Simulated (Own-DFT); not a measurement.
# Computed records: Al31GaO48 (corundum with substituted atoms, atoms displaced)

Computed with Own-DFT development build. A calculation, not a measurement: plane-wave PBE density functional theory by an unreviewed code, no spin, of a simulated periodic cell, stress positive in tension, free energy of the whole cell less one offset for each atom, defect cell not probed for a lower state with spin; oxygen file: force components 24 meV/angstrom off all-electron in one glass; forces on such cells passed a denser k mesh, this cell's mesh not checked; offsets are fitted by least squares, one for each functional and potential file, so energies compare only between cells with the same atoms and settings and are not formation energies; the far tail of each file's local potential was reset to the Coulomb form; each entry is a single point on an unrelaxed cell, so the pressure reflects the starting lattice, mostly measured values, from which strain is counted, and rises with the displacements; printed positions are rounded, which can move forces by about a meV/angstrom; the program is a retired in-house code; no spin-orbit coupling; before rounding, a Quantum ESPRESSO 7.3.1 run of the same cell and cutoff gave forces within 1 meV/angstrom rms on each cell, which checks the program and not the settings.

Entry: Al31GaO48 (corundum with substituted atoms, atoms displaced)

```
Al31GaO48
1.0
      5.4940     0.0000     8.6604
     -2.7470     4.7579     8.6604
     -2.7470    -4.7579     8.6604
Al O Al Ga Al O Al O Al O Al O Al O Al O Al O
4 6 1 1 2 6 4 6 4 6 4 6 4 6 4 6 4 6
Direct
  0.18040 0.16011 0.17404
  0.34458 0.31623 0.32161
  0.44146 0.41902 0.42892
  0.07561 0.07714 0.06249
  0.27108 0.49155 0.10712
  0.46591 0.13366 0.27158
  0.13685 0.26828 0.45613
  0.20733 0.00981 0.39055
  0.01413 0.37510 0.23964
  0.35315 0.22321 0.04614
  0.17569 0.16954 0.67506
  0.33798 0.30762 0.83124
  0.42986 0.41560 0.92671
  0.03961 0.07521 0.60929
  0.26772 0.49588 0.61143
  0.47887 0.12441 0.77293
  0.12047 0.28946 0.96655
  0.19629 0.03488 0.88649
  0.02480 0.37227 0.72089
  0.38151 0.21282 0.54513
  0.16073 0.66611 0.18470
  0.32226 0.80581 0.33405
  0.43509 0.91987 0.42631
  0.07190 0.56756 0.08443
  0.28284 0.97259 0.12287
  0.47150 0.62602 0.27826
  0.13018 0.77461 0.46744
  0.22639 0.51232 0.37428
  0.05384 0.87560 0.20485
  0.37556 0.72335 0.01875
  0.19231 0.67070 0.66558
  0.32126 0.81736 0.84435
  0.41711 0.93379 0.92103
  0.07338 0.56489 0.57004
  0.26145 0.97630 0.62817
  0.47353 0.61190 0.80837
  0.13109 0.76069 0.97637
  0.23491 0.52776 0.87235
  0.02016 0.86233 0.71800
  0.37376 0.71714 0.53090
  0.67966 0.17432 0.17179
  0.80439 0.32207 0.34076
  0.90717 0.41922 0.44179
  0.57066 0.07822 0.08388
  0.77683 0.46455 0.12894
  0.98861 0.10370 0.29660
  0.61889 0.29264 0.46923
  0.72482 0.04571 0.37062
  0.53223 0.38109 0.21919
  0.88133 0.22107 0.02481
  0.66392 0.17731 0.67999
  0.81615 0.34212 0.82047
  0.93501 0.42814 0.90224
  0.58218 0.07497 0.59450
  0.77334 0.47814 0.61852
  0.98227 0.12901 0.77322
  0.63368 0.26673 0.96875
  0.72568 0.04067 0.86249
  0.52745 0.36131 0.70844
  0.87058 0.23204 0.52862
  0.64752 0.69383 0.17387
  0.82239 0.84215 0.32112
  0.92394 0.93667 0.41806
  0.57135 0.56277 0.08466
  0.76647 0.98295 0.12469
  0.99252 0.62632 0.26204
  0.61167 0.79287 0.48074
  0.71032 0.53484 0.37816
  0.52223 0.88351 0.22211
  0.87411 0.72435 0.02515
  0.67571 0.66736 0.68407
  0.81611 0.84013 0.83199
  0.92913 0.93728 0.92345
  0.57618 0.57530 0.57137
  0.75115 0.99090 0.61307
  0.97835 0.61429 0.78788
  0.60493 0.78248 0.98068
  0.73180 0.52662 0.86519
  0.52482 0.87786 0.71182
  0.86300 0.71907 0.53704
```

* functional: PBE
* potential files: PseudoDojo norm-conserving, scalar-relativistic, standard set
* wave cutoff: 72 hartree
* occupations: Fermi-Dirac
* smearing width: 0.1 eV
* k mesh: 3 x 3 x 3 centred on Gamma
* free energy of cell above offsets: -40.347 eV
* pressure: 16.83 GPa
* stress xx: -17.21 GPa
* stress yy: -14.96 GPa
* stress zz: -18.32 GPa
* stress yz: -0.93 GPa
* stress xz: -1.24 GPa
* stress xy: -0.48 GPa

Force:
```tsv
element	x (eV/Å)	y (eV/Å)	z (eV/Å)
Al	-3.618	-1.939	1.712
Al	-3.973	0.508	-1.255
Al	-4.703	1.316	-2.323
Al	-2.37	-1.569	2.982
O	3.041	-4.121	1.196
O	1.361	-0.965	0.747
O	-1.816	-0.511	1.618
O	1.22	0.828	1.503
O	0.812	0.938	-1.11
O	3.791	0.544	2.643
Al	1.686	1.5	0.341
Ga	-5.383	2.175	-1.535
Al	-2.671	0.829	0.895
Al	6.426	3.066	-2.477
O	3.045	-2.257	-1.302
O	-0.712	-2.85	-0.525
O	0.354	-1.89	-0.888
O	4.725	1.528	-0.881
O	0.947	0.618	-0.728
O	0.16	1.197	-0.474
Al	4.099	1.841	4.047
Al	-2.54	2.78	1.674
Al	-4.684	0.873	-1.943
Al	0.534	0.5	-2.373
O	1.005	0.565	-1.207
O	0.13	-0.884	-1.093
O	-2.148	-0.477	-2.385
O	-0.476	0.395	0.922
O	-2.872	-1.889	-1.466
O	-0.396	-2.101	2.413
Al	-3.529	-1.962	-0.836
Al	0.567	1.887	-3.008
Al	0.201	-1.96	-0.305
Al	0.216	1.456	1.96
O	1.429	-1.713	0.899
O	2.405	1.786	-1.841
O	-2.188	4.062	0.133
O	-0.091	0.627	-0.942
O	-1.186	1.716	2.751
O	2.458	0.428	1.915
Al	-0.187	0.622	1.806
Al	5.074	3.681	1.892
Al	4.643	3.246	0.571
Al	-0.279	0.167	-2.394
O	-0.705	0.531	-0.496
O	-2.164	3.595	-0.567
O	0.72	-3.032	0.088
O	0.874	0.163	-1.899
O	0.532	-2.871	-2.355
O	-1.467	0.209	-1.187
Al	3.729	0.252	1.468
Al	1.625	-1.732	-1.294
Al	-1.747	-2.13	3.191
Al	-5.719	4.469	-12.09
O	-1.099	-1.325	0.875
O	-3.69	-1.251	-0.685
O	-0.94	1.485	0.21
O	-0.646	-1.031	0.399
O	-1.423	2.256	5.417
O	-2.016	-2.862	-2.043
Al	3.939	-0.959	1.848
Al	0.644	-1.801	-1.091
Al	1.431	-2.443	0.316
Al	0.566	3.908	1.088
O	1.743	-1.216	0.778
O	-7.263	-2.928	-2.267
O	2.569	-0.69	0.006
O	-0.109	0.391	0.099
O	0.402	-0.178	0.173
O	-1.768	0.013	0.255
Al	-2.248	2.306	-0.138
Al	2.023	-2.362	-2.495
Al	0.821	-3.27	-0.56
Al	-1.667	-0.084	-0.535
O	8.647	-5.141	8.625
O	-0.989	1.993	-0.637
O	1.773	1.292	0.978
O	-1.382	-1.245	0.828
O	-1.244	-0.544	1.646
O	1.739	1.64	0.718
```
